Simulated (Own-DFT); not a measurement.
Al16O23 (corundum with two vacancies, atoms displaced) (calculated)

Computed with Own-DFT development build. A calculation, not a measurement: plane-wave PBE density functional theory by an unreviewed code, no spin, of a simulated periodic cell, stress positive in tension, free energy of the whole cell less one offset for each atom, defect cell not probed for a lower state with spin; oxygen file: force components 24 meV/angstrom off all-electron in one glass; forces on such cells passed a denser k mesh, this cell's mesh not checked; offsets are fitted by least squares, one for each functional and potential file, so energies compare only between cells with the same atoms and settings and are not formation energies; the far tail of each file's local potential was reset to the Coulomb form; each entry is a single point on an unrelaxed cell, so the pressure reflects the starting lattice, mostly measured values, from which strain is counted, and rises with the displacements; printed positions are rounded, which can move forces by about a meV/angstrom; the program is a retired in-house code; no spin-orbit coupling; before rounding, a Quantum ESPRESSO 7.3.1 run of the same cell and cutoff gave forces within 1 meV/angstrom rms on each cell, which checks the program and not the settings.

Common to all runs: functional PBE; potential files PseudoDojo norm-conserving, scalar-relativistic, standard set; wave cutoff 72 hartree; occupations Fermi-Dirac; smearing width 0.1 eV; k mesh 3 x 3 x 3 centred on Gamma.

(1) Al16O23 (corundum with two vacancies, atoms displaced)

```xyz
78
Lattice="5.4940 0.0000 8.6604 -2.7470 4.7579 8.6604 -2.7470 -4.7579 8.6604" Properties=species:S:1:pos:R:3 Al16O23
Al     0.0044     0.1392     4.5330
Al    -0.0010     0.0092     8.4815
Al    -0.0073     0.1186    11.0993
Al     0.1119    -0.0313     1.8460
O     -0.0651     1.5413     7.5408
O      1.4721    -0.7566     7.5176
O     -1.3243    -1.0463     7.5616
O      0.1373    -1.6880     5.4870
O     -1.5453     0.7607     5.3877
Al    -1.4122    -2.3737     8.8709
Al    -1.3428    -2.3362    12.7111
Al    -1.3640    -2.3966    15.3545
Al    -1.4045    -2.3539     6.2703
O     -1.4962    -0.7178    11.9015
O      0.0523    -3.0649    11.9005
O     -2.7629    -3.1834    11.9628
O     -1.2034    -3.9529     9.7504
O     -2.8308    -1.6043     9.8072
O     -0.0609    -1.4610     9.7494
Al    -1.3346     2.3888     8.9135
Al    -1.3187     2.3632    12.7717
Al    -1.4034     2.3374    15.3871
Al    -1.3671     2.4347     6.2012
O     -1.4955     4.0552    11.8510
O      0.0878     1.6147    11.8535
O     -2.7273     1.3488    11.8635
O     -1.2130     0.7220     9.7613
O     -2.8380     3.1017     9.6812
O      0.0060     3.3573     9.8005
Al    -2.8108     0.0396    13.2469
Al    -2.8057    -0.0191    17.0791
Al    -2.7747     0.0790    19.7527
Al    -2.7260     0.0412    10.6583
O     -2.8196     1.6984    16.2207
O     -1.2761    -0.7314    16.2976
O     -4.1221    -0.9290    16.2467
O     -4.2599     0.7285    14.0203
O     -1.3185     0.9705    14.0666
Al     2.7580    -0.0376     8.9158
Al     2.7509    -0.0902    12.7477
Al     2.7860     0.0198    15.4222
Al     2.6763    -0.1079     6.2463
O      2.5873     1.6288    11.8752
O      4.2295    -0.7820    11.8701
O      1.4132    -0.9324    11.8996
O      2.8990    -1.6718     9.7512
O      1.2190     0.7494     9.7428
O      4.0867     0.9663     9.7628
Al     1.3459    -2.4253    13.1999
Al     1.4191    -2.3767    17.1202
Al     1.3493    -2.4174    19.6585
Al     1.3305    -2.3742    10.5891
O      1.3140    -0.7446    16.2289
O      2.9042    -3.0124    16.2779
O      0.0677    -3.2995    16.2886
O      1.5424    -4.0813    14.1459
O     -0.0179    -1.6225    14.0483
O      2.7149    -1.4833    14.0313
Al     1.3872     2.3722    13.2047
Al     1.3029     2.3688    17.1399
Al     1.3540     2.3977    19.7588
Al     1.3872     2.3728    10.6403
O      1.2977     3.9596    16.2000
O      2.9402     1.6026    16.2617
O      0.0060     1.4092    16.2829
O      1.4880     0.7539    14.1711
O     -0.1034     3.0636    14.0177
O      2.7378     3.2964    14.1110
Al    -0.0290    -0.0115    17.5544
Al     0.0147     0.0046    21.4066
Al    -0.0091    -0.0098    24.1197
Al    -0.0380     0.0520    14.9532
O     -0.0605     1.6943    20.5400
O      1.5075    -0.6947    20.5688
O     -1.3839    -0.8939    20.5005
O      0.1630    -1.7001    18.3194
O     -1.5133     0.6798    18.4527
O      1.2960     0.9779    18.4306
```

| Item | Value |
| --- | --- |
| free energy of cell above offsets | -51.273 eV |
| pressure | 8.32 GPa |
| stress xx | -8.3 GPa |
| stress yy | -8.55 GPa |
| stress zz | -8.1 GPa |
| stress yz | -1.2 GPa |
| stress xz | 0.57 GPa |
| stress xy | -0.25 GPa |

Force:
```tsv
element	x (eV/Å)	y (eV/Å)	z (eV/Å)
Al	0.383	-1.011	1.154
Al	-0.104	-1.273	-0.874
Al	-0.008	-3.972	-1.141
Al	-1.847	0.096	0.39
O	-0.129	1.597	-0.063
O	0.524	0.251	1.193
O	-0.555	3.113	0.116
O	-0.241	1.037	-2.207
O	0.897	-0.597	-0.492
Al	1.109	1.173	0.798
Al	-0.945	1.032	1.288
Al	0.451	-0.367	0.288
Al	0.555	-0.283	-0.895
O	0.805	0.12	0.57
O	1.361	-0.572	0.163
O	-0.204	-1.355	-0.718
O	-1.183	-0.751	-0.094
O	-0.187	-0.653	-0.734
O	1.179	0.034	0.273
Al	-0.209	-0.99	-0.425
Al	-1.52	0.491	-0.405
Al	0.35	0.438	0.346
Al	0.883	-0.915	0.346
O	-0.095	-0.263	0.75
O	0.41	2.79	1.986
O	0.266	3.256	1.312
O	-1.003	0.616	-0.169
O	0.053	0.464	0.779
O	-0.734	-1.076	-0.926
Al	1.328	-1.228	0.139
Al	1.587	0.989	0.201
Al	1	-1.183	-0.65
Al	-0.577	-1.128	-1.874
O	-0.887	-2.373	1.008
O	-0.135	-0.44	-1.258
O	0.143	0.261	0.066
O	0	0.829	1.431
O	-0.958	-1.124	-0.27
Al	-0.364	1.045	-0.465
Al	0.009	0.91	0.511
Al	-0.473	-0.444	-0.043
Al	0.759	1.777	-0.155
O	0.467	-0.006	0.481
O	0.762	1.736	0.758
O	-1.233	0.205	-0.731
O	-1.361	1.07	-0.184
O	1.126	-0.474	-0.085
O	1.556	-1.759	0.081
Al	1.026	0.142	0.952
Al	-0.684	0.915	-1.029
Al	0.438	1.422	1.194
Al	0.47	0.353	-0.806
O	-0.547	0.12	0.473
O	-0.795	-2.645	-0.633
O	-1.048	-0.729	-1.016
O	-1.159	0.818	-1.273
O	-1.709	0.048	0.564
O	0.771	0.045	0.481
Al	0.694	-0.498	1.087
Al	1.809	-0.809	-0.946
Al	0.96	-0.925	-0.888
Al	-0.012	0.824	-1.883
O	-1.049	0.166	0.988
O	-0.575	0.95	0.575
O	-0.847	0.877	-0.6
O	-0.21	0.346	-1.437
O	0.262	0.327	0.073
O	-0.217	0.047	-1.032
Al	0.555	-0.279	0.654
Al	-0.168	-0.075	-0.037
Al	-0.188	0.492	-0.954
Al	1.546	-1.25	-0.204
O	-2.056	-1.254	1.18
O	-1.173	-1.102	-0.022
O	0.578	-0.303	1.437
O	-1.276	0.709	1.612
O	0.47	1.232	-0.219
O	1.121	-1.054	0.139
```

(2) Al16O23 (corundum with two vacancies, atoms displaced)

```xyz
78
Lattice="5.4940 0.0000 8.6604 -2.7470 4.7579 8.6604 -2.7470 -4.7579 8.6604" Properties=species:S:1:pos:R:3 Al16O23
Al    -0.0265    -0.0416     4.5582
Al     0.0379     0.0432     8.3769
Al    -0.0059    -0.0190    11.1810
Al    -0.1278    -0.0545     1.8162
O     -0.1062     1.6491     7.5705
O      1.5047    -0.7438     7.5782
O     -1.3205    -0.8381     7.5626
O      0.0498    -1.6492     5.3942
O     -1.5055     0.6816     5.4475
O      1.4044     0.8844     5.3944
Al    -1.3836    -2.3818     8.8482
Al    -1.3154    -2.4084    12.7559
Al    -1.3900    -2.3975    15.4134
Al    -1.2458    -2.4713     6.2068
O     -1.3769    -0.6994    11.9761
O      0.1194    -3.0606    11.9806
O     -2.7948    -3.2735    11.8805
O     -1.1813    -4.0085     9.7725
O     -2.7913    -1.6347     9.7548
O      0.0781    -1.4764     9.7605
Al    -1.3405     2.3277     8.8372
Al    -1.3984     2.4435    12.7033
Al    -1.3016     2.4114    15.3933
Al    -1.3106     2.4491     6.2485
O     -1.5131     3.9900    11.8400
O      0.1367     1.5305    11.8699
O     -2.6804     1.3653    11.9082
O     -1.1963     0.7055     9.7539
O     -2.8593     3.1541     9.7113
O      0.0447     3.2605     9.7111
Al    -2.7899    -0.0984    13.1881
Al    -2.7504    -0.0169    17.0486
Al    -2.7976    -0.0672    19.7967
Al    -2.7890    -0.0165    10.4802
O     -2.8416     1.7068    16.1950
O     -4.1708    -0.8776    16.2634
O     -2.7017    -1.6032    14.0274
O     -4.2252     0.6872    13.9948
O     -1.3615     0.9194    14.1129
Al     2.6755    -0.0198     8.8750
Al     2.6817    -0.0237    12.7862
Al     2.7569     0.0667    15.4125
Al     2.7740    -0.0253     6.2285
O      2.5665     1.5662    11.8766
O      4.1751    -0.7381    11.9787
O      1.3519    -0.9607    12.0021
O      2.8351    -1.6087     9.7683
O      1.2752     0.7274     9.7379
O      4.1045     0.9000     9.7084
Al     1.4430    -2.3414    13.2397
Al     1.3507    -2.4582    17.0886
Al     1.4254    -2.3467    19.6808
Al     1.3049    -2.3399    10.6355
O      2.8882    -3.1291    16.2554
O      0.0040    -3.3337    16.2335
O      1.5625    -4.1035    14.0687
O     -0.0913    -1.6544    14.1479
O      2.7254    -1.4084    14.1251
Al     1.3967     2.3946    13.2535
Al     1.3860     2.4501    17.1119
Al     1.4044     2.2946    19.7152
Al     1.4481     2.4201    10.5271
O      1.2599     4.0061    16.2808
O      2.8607     1.5862    16.2686
O      0.1076     1.5006    16.2732
O      1.5871     0.7289    14.1565
O     -0.1730     3.0031    14.0215
O      2.8166     3.2489    14.1859
Al     0.0360    -0.0534    17.5618
Al    -0.0212    -0.0503    21.4735
Al    -0.0175    -0.0488    24.0387
Al    -0.0761    -0.0382    14.8632
O     -0.1349     1.6518    20.5020
O      1.4387    -0.7723    20.5498
O     -1.3998    -0.9339    20.5400
O      0.1060    -1.6383    18.4403
O     -1.4479     0.7701    18.4473
O      1.4316     0.9541    18.2898
```

| Property | Result |
| --- | --- |
| free energy of cell above offsets | -50.244 eV |
| pressure | 8.82 GPa |
| stress xx | -9.17 GPa |
| stress yy | -9.62 GPa |
| stress zz | -7.67 GPa |
| stress yz | 0.89 GPa |
| stress xz | -0.46 GPa |
| stress xy | 0.14 GPa |

Force:
```tsv
element	x (eV/Å)	y (eV/Å)	z (eV/Å)
Al	-1.14	1.171	-0.197
Al	-0.594	-1.273	1.738
Al	0.814	-0.479	-2.78
Al	1.879	1.609	1.875
O	0.156	0.681	-0.797
O	0.075	0.359	-0.801
O	-0.328	-1.294	0.325
O	2.122	0.141	-0.906
O	1.392	1.525	-0.4
O	-0.473	0.242	-0.086
Al	1.397	0.629	0.574
Al	-1.248	0.639	-0.285
Al	1.024	1.221	0.401
Al	-2.606	1.157	0.669
O	-2.437	-1.82	0.733
O	0.415	-1.735	-0.489
O	1.182	-0.689	0.68
O	-1.354	-0.4	-0.213
O	-0.961	-0.812	-0.11
O	-1.783	0.715	-0.777
Al	-0.413	0.118	1.409
Al	0.541	-2.873	0.097
Al	-0.389	-1.712	0.631
Al	-0.499	-2.599	0.536
O	-0.738	0.311	0.797
O	-0.446	3.625	2.028
O	-1.321	0.941	-0.758
O	-1.028	0.283	-0.261
O	0.232	-1.78	-0.219
O	-0.596	0.355	-0.03
Al	1.6	2.314	-0.825
Al	1.345	0.52	0.727
Al	0.841	1.936	-2.129
Al	1.887	0.977	0.58
O	0.226	-0.897	0.366
O	0.648	-0.927	-0.135
O	1.476	-1.929	0.774
O	-0.108	0.304	0.732
O	-1.135	-0.117	-0.459
Al	0.451	-0.207	0.874
Al	1.139	0.595	0.162
Al	0.181	-2.117	0.165
Al	-0.246	0.041	0.356
O	1.234	1.543	0.077
O	1.004	-0.812	-1.502
O	-0.101	0.554	-0.597
O	0.601	-0.324	0.146
O	0.222	0.221	-0.539
O	-0.52	0.869	-0.302
Al	-0.35	-0.639	0.467
Al	0.464	1.747	-1.199
Al	-0.955	-1.301	0.861
Al	1.644	-1.16	-0.622
O	-0.146	-0.382	-0.501
O	-0.338	-0.263	-0.415
O	-1.297	0.47	0.213
O	-0.306	-1.238	-0.742
O	0.519	-1.854	0.119
Al	-0.048	-1.987	-0.704
Al	-0.02	-1.512	-0.087
Al	-0.906	1.041	0.494
Al	-1.995	-2.163	1.156
O	0.004	1.136	-1.534
O	0.644	2.42	0.884
O	-1.7	-0.344	-1.089
O	-2.483	0.612	-0.8
O	1.35	2.28	0.443
O	-2.326	0.785	-2.191
Al	-0.593	1.373	-1.276
Al	0.432	0.881	-1.986
Al	0.246	0.954	1.197
Al	1.541	0.921	1.828
O	0.621	-0.887	1.45
O	0.3	0.701	-0.049
O	0.697	-0.396	1.574
O	1.436	-0.15	-0.41
O	0.005	-1.202	-0.681
O	-0.062	-0.643	1.748
```

(3) Al16O23 (corundum with two vacancies, atoms displaced)

```xyz
78
Lattice="5.4940 0.0000 8.6604 -2.7470 4.7579 8.6604 -2.7470 -4.7579 8.6604" Properties=species:S:1:pos:R:3 Al16O23
Al     0.0152    -0.0377     4.5176
Al    -0.0083    -0.0232     8.3830
Al     0.0009     0.0308    11.1347
Al     0.0028     0.0199     1.9349
O     -0.1731     1.7352     7.5810
O      1.5276    -0.6736     7.6209
O     -1.3276    -0.9467     7.5475
O      0.1574    -1.6391     5.4222
O     -1.5359     0.7590     5.3773
O      1.3503     1.0273     5.4099
Al    -1.4274    -2.3918     8.9691
Al    -1.3556    -2.3682    12.7818
Al    -1.3400    -2.2911    15.4583
Al    -1.4466    -2.4217     6.3318
O     -1.5306    -0.7718    11.8733
O      0.2030    -3.1539    11.8358
O     -2.7594    -3.3567    11.9832
O     -1.2745    -4.0301     9.7635
O     -2.8825    -1.6709     9.7029
O      0.0734    -1.4133     9.7652
Al    -1.3713     2.3269     8.9114
Al    -1.4585     2.4246    12.7646
Al    -1.4747     2.4101    15.2948
Al    -1.3265     2.3946     6.2522
O     -1.5788     4.0040    11.9675
O      0.1266     1.6485    11.9459
O     -2.7902     1.3860    11.8965
O     -1.2199     0.7230     9.7363
O     -2.8883     3.0998     9.7019
O      0.0700     3.2605     9.7456
Al    -2.7168    -0.0600    13.1634
Al    -2.6956     0.0031    17.1465
Al    -2.6991    -0.0314    19.7333
Al    -2.7714     0.0194    10.5639
O     -2.8338     1.6681    16.2857
O     -1.2014    -0.7588    16.2497
O     -4.0657    -0.9330    16.2244
O     -2.6445    -1.6498    14.0814
O     -4.3212     0.7204    14.0599
O     -1.4102     0.9611    14.1893
Al     2.7794    -0.0434     8.9022
Al     2.7019     0.0023    12.6455
Al     2.7472    -0.0343    15.3507
Al     2.7429    -0.0046     6.1645
O      2.6222     1.6812    11.9012
O      4.2035    -0.7013    11.8982
O      1.3262    -0.8457    11.8839
O      2.8531    -1.6580     9.7117
O      1.2388     0.6835     9.8023
O      4.0598     1.0096     9.7769
Al     1.3485    -2.3814    13.2565
Al     1.4430    -2.3470    17.0757
Al     1.4220    -2.3572    19.7566
Al     1.4188    -2.3476    10.6370
O      1.2604    -0.7596    16.2448
O      2.8834    -3.0619    16.2429
O      0.0440    -3.4052    16.1941
O     -0.0641    -1.6887    14.0781
O      2.7801    -1.4579    14.0666
Al     1.3451     2.4131    13.2477
Al     1.4322     2.4248    17.0426
Al     1.3157     2.3321    19.7473
Al     1.3844     2.4284    10.5892
O      1.2850     4.0121    16.1439
O      2.9459     1.7048    16.2052
O     -0.0446     1.4509    16.2651
O      1.3954     0.7285    14.0133
O     -0.1008     3.1115    14.0715
Al     0.0541    -0.0213    17.5673
Al     0.0324     0.1084    21.4328
Al    -0.0362     0.0573    24.0031
Al     0.0808     0.0178    14.9820
O     -0.1498     1.6048    20.5615
O      1.5458    -0.6873    20.4882
O     -1.3593    -0.9449    20.5807
O      0.0802    -1.6799    18.4205
O     -1.5095     0.7362    18.3572
O      1.3316     0.8987    18.4345
```

| Item | Value |
| --- | --- |
| free energy of cell above offsets | -50.806 eV |
| pressure | 8.49 GPa |
| stress xx | -8.97 GPa |
| stress yy | -8.8 GPa |
| stress zz | -7.7 GPa |
| stress yz | 0.73 GPa |
| stress xz | 0.27 GPa |
| stress xy | 0.76 GPa |

Force:
```tsv
element	x (eV/Å)	y (eV/Å)	z (eV/Å)
Al	-1.394	1.646	1.944
Al	1.135	0.685	1.022
Al	-0.402	0.331	-1.989
Al	-0.877	-0.334	-0.535
O	2.064	-1.651	0.106
O	-0.795	-1.284	-1.563
O	-1.024	0.397	0.087
O	-1.907	0.293	-0.358
O	0.474	-0.76	0.037
O	0.169	-1.843	-0.102
Al	2.859	0.36	-0.423
Al	0.068	-0.881	-0.152
Al	-0.32	-2.661	-0.532
Al	1.678	0.592	-0.804
O	1.026	0.112	0.32
O	-1.694	1.022	1.523
O	0.272	1.352	-1.391
O	-0.168	-0.47	0.406
O	0.318	0.977	0.881
O	-1.743	-1.112	-0.299
Al	0.535	1.174	-0.489
Al	1.585	-2.074	-0.264
Al	2.019	-0.246	3.209
Al	-1.359	0.211	-0.239
O	1.791	0.499	-1.84
O	-1.459	0.644	0.189
O	0.591	1.582	0.505
O	-1.471	-0.324	0.527
O	0.5	0.313	0.881
O	-1.719	0.991	-0.043
Al	-0.243	0.748	1.598
Al	-0.468	-0.069	-1.546
Al	-0.267	0.1	-0.129
Al	0.875	-0.16	-0.676
O	-1.057	-0.177	-0.318
O	-0.197	1.067	0.611
O	-0.641	1.544	0.295
O	0.837	0.952	-0.808
O	1.822	0.817	0.036
O	-0.368	-1.476	-2.204
Al	-1.207	1.465	-0.304
Al	0.573	1.396	1.323
Al	0.922	1.36	-0.281
Al	0.554	1.126	0.884
O	0.461	-0.086	0.16
O	-0.059	-1.34	-0.571
O	1.222	-2.248	1.174
O	0.65	-0.417	0.936
O	0.856	1.177	-0.64
O	1.456	-1.648	-0.213
Al	0.587	-1.072	0.431
Al	-2.369	-1.567	0.198
Al	-1.472	-0.662	0.098
Al	-1.366	-0.195	-1.919
O	0.995	0.721	-0.355
O	-0.617	-0.95	0.078
O	0.262	2.241	0.512
O	-0.836	1.414	0.285
O	-0.678	-0.134	-0.368
Al	1.489	0.207	-0.003
Al	-0.963	-0.808	-0.603
Al	0.847	0.9	-0.825
Al	0.557	-2.228	0.356
O	0.13	-0.019	0.993
O	-2.16	-1.514	0.377
O	1.291	0.238	-0.078
O	1.297	-0.46	0.752
O	-0.955	0.238	-0.188
Al	-1.589	0.396	0.211
Al	-1.204	-3.069	0.353
Al	0.275	-1.828	0.142
Al	-1.995	0.547	-0.636
O	0.679	1.907	-0.657
O	-1.388	-0.545	1.224
O	-0.086	1.032	-0.028
O	1.146	1.26	-0.863
O	0.87	-0.155	0.93
O	0.784	0.427	-0.359
```

(4) Al16O23 (corundum with two vacancies, atoms displaced)

```xyz
78
Lattice="5.4940 0.0000 8.6604 -2.7470 4.7579 8.6604 -2.7470 -4.7579 8.6604" Properties=species:S:1:pos:R:3 Al16O23
Al     0.0834     0.0068     4.6050
Al    -0.0669    -0.0612     8.3619
Al    -0.0278    -0.0105    11.0601
Al    -0.0926    -0.0630     1.8782
O     -0.0598     1.6917     7.5896
O      1.4964    -0.7017     7.5801
O     -1.3662    -0.9288     7.5712
O      0.1573    -1.6601     5.5142
O     -1.4556     0.7162     5.5038
O      1.4209     0.9582     5.4888
Al    -1.3243    -2.3338     8.9435
Al    -1.3249    -2.3415    12.7658
Al    -1.3657    -2.4140    15.4742
Al    -1.4260    -2.3442     6.2867
O     -1.5705    -0.6222    11.8746
O      0.1707    -3.1547    11.8737
O     -2.7716    -3.2840    11.8657
O     -1.2260    -4.0631     9.7241
O     -2.8835    -1.6374     9.7904
O      0.0626    -1.5212     9.6518
Al    -1.2652     2.5242     8.8748
Al    -1.2758     2.3793    12.7950
Al    -1.3824     2.4133    15.3435
Al    -1.4187     2.3525     6.2831
O     -1.5261     4.1430    11.8208
O      0.1621     1.6031    11.9111
O     -2.6998     1.4717    11.9235
O     -1.2216     0.6910     9.6192
O     -2.8385     3.0606     9.8466
O      0.0606     3.2459     9.8156
Al    -2.8124     0.0017    13.2321
Al    -2.7239    -0.0164    17.1663
Al    -2.7593    -0.0094    19.6996
Al    -2.7322    -0.0616    10.7075
O     -2.8962     1.6710    16.2584
O     -1.3011    -0.7500    16.3263
O     -4.1526    -0.9940    16.2434
O     -2.7049    -1.6451    14.0295
O     -4.2446     0.7913    14.1032
O     -1.4116     0.9164    14.0658
Al     2.7493     0.0495     8.9393
Al     2.7242    -0.0029    12.6815
Al     2.7652    -0.0723    15.4098
Al     2.7842     0.0069     6.4066
O      4.3116    -0.7487    11.8962
O      1.3131    -0.8647    11.9371
O      2.8698    -1.6498     9.7718
O      1.3070     0.7925     9.7366
O      4.0499     0.8333     9.7274
Al     1.5051    -2.4372    13.2281
Al     1.3880    -2.3548    17.0603
Al     1.3351    -2.4127    19.7521
Al     1.3683    -2.3178    10.6323
O      1.2323    -0.6499    16.2076
O      2.7847    -3.1103    16.2269
O     -0.0306    -3.2612    16.2606
O      1.4627    -3.9807    14.0924
O     -0.1303    -1.6810    14.0603
O      2.7430    -1.4616    14.1303
Al     1.4372     2.3301    13.2886
Al     1.3909     2.4667    17.0746
Al     1.3832     2.4696    19.7286
Al     1.3751     2.3778    10.5900
O      1.2775     4.0189    16.2708
O      2.8225     1.7937    16.2466
O     -0.0053     1.4135    16.1683
O      1.5387     0.7875    14.0728
O     -0.1427     3.1329    14.0478
O      2.6533     3.2440    14.0635
Al     0.0373    -0.0639    17.6342
Al    -0.0391    -0.0762    21.3322
Al    -0.0174    -0.0402    24.0701
Al    -0.0136    -0.0107    14.9835
O     -0.1164     1.6611    20.5560
O      1.4700    -0.7806    20.5589
O      0.0811    -1.7412    18.4129
O     -1.4407     0.7163    18.3910
O      1.4028     0.9277    18.4619
```

| Item | Value |
| --- | --- |
| free energy of cell above offsets | -50.181 eV |
| pressure | 8.64 GPa |
| stress xx | -8.32 GPa |
| stress yy | -9.27 GPa |
| stress zz | -8.32 GPa |
| stress yz | -0.25 GPa |
| stress xz | -1.35 GPa |
| stress xy | -0.18 GPa |

Force:
```tsv
element	x (eV/Å)	y (eV/Å)	z (eV/Å)
Al	-0.488	0.436	-0.064
Al	1.738	2.149	0.739
Al	-0.002	1.267	-1.01
Al	1.809	1.746	0.859
O	-1.221	-0.812	0.435
O	0.146	-0.253	0.394
O	-1.085	-0.635	-0.06
O	-1.084	1.226	-1.658
O	0.264	-0.763	-0.877
O	-0.588	-0.714	-0.901
Al	-1.236	-1.866	-0.515
Al	-0.722	-0.577	0.083
Al	-0.382	1.143	-1.571
Al	1.628	-1.447	0.165
O	2.637	-2.523	1.231
O	-0.836	1.455	0.578
O	0.804	0.035	0.727
O	-0.882	0.226	-0.235
O	0.354	-0.932	-1.232
O	0.117	1.441	1.559
Al	-1.997	-3.723	0.889
Al	-1.389	-0.25	-1.239
Al	0.045	-1.389	1.493
Al	0.649	-0.011	-0.57
O	0.821	-1.95	1.992
O	-0.308	0.706	0.312
O	-0.683	0.409	0.16
O	-0.456	0.077	1.445
O	0.565	0.372	-1.959
O	-1.039	1.533	-0.767
Al	0.438	0.855	0.991
Al	0.18	1.64	-1.605
Al	0.864	0.179	0.914
Al	-1.239	2.597	-3.007
O	0.209	-0.431	0.017
O	0.732	-0.552	-0.927
O	0.808	2.466	0.103
O	0.356	-0.061	0.407
O	-0.573	-1.366	-0.516
O	0.763	-0.413	0.347
Al	-1.959	-1.002	-0.14
Al	1.006	1.694	0.564
Al	-0.518	2.71	-0.363
Al	-0.677	0.465	-2.61
O	-1.797	0.769	1.637
O	0.454	-1.327	-0.335
O	-0.196	0.672	-0.374
O	-0.628	-1.299	0.342
O	2.015	1.562	0.692
Al	-2.139	0.556	0.401
Al	-0.423	-0.145	0.392
Al	-0.717	-0.765	0.454
Al	0.467	-1.648	-0.877
O	0.636	-1.904	1.205
O	0.687	0.078	0.376
O	1.539	-0.636	0.68
O	0.321	-1.698	0.694
O	0.712	1.034	0.262
O	-0.239	0.482	-1.079
Al	-1.718	0.255	-2.036
Al	-0.543	-2.942	0.935
Al	0.476	-3.184	-0.005
Al	0.582	-0.746	1.667
O	-0.431	1.252	-0.476
O	0.663	-2.235	-0.475
O	0.095	1.629	1.048
O	-0.429	-2.187	0.733
O	1.211	0.3	0.182
O	2.258	2.01	1.157
Al	-0.052	1.636	-0.114
Al	-1.036	-0.064	0.012
Al	0.699	1.042	-0.833
Al	-0.598	0.438	-1.448
O	0.606	0.353	0.325
O	-0.403	0.857	0.657
O	1.157	1.057	-0.536
O	-0.334	0.202	0.598
O	-0.469	-0.564	-0.442
```
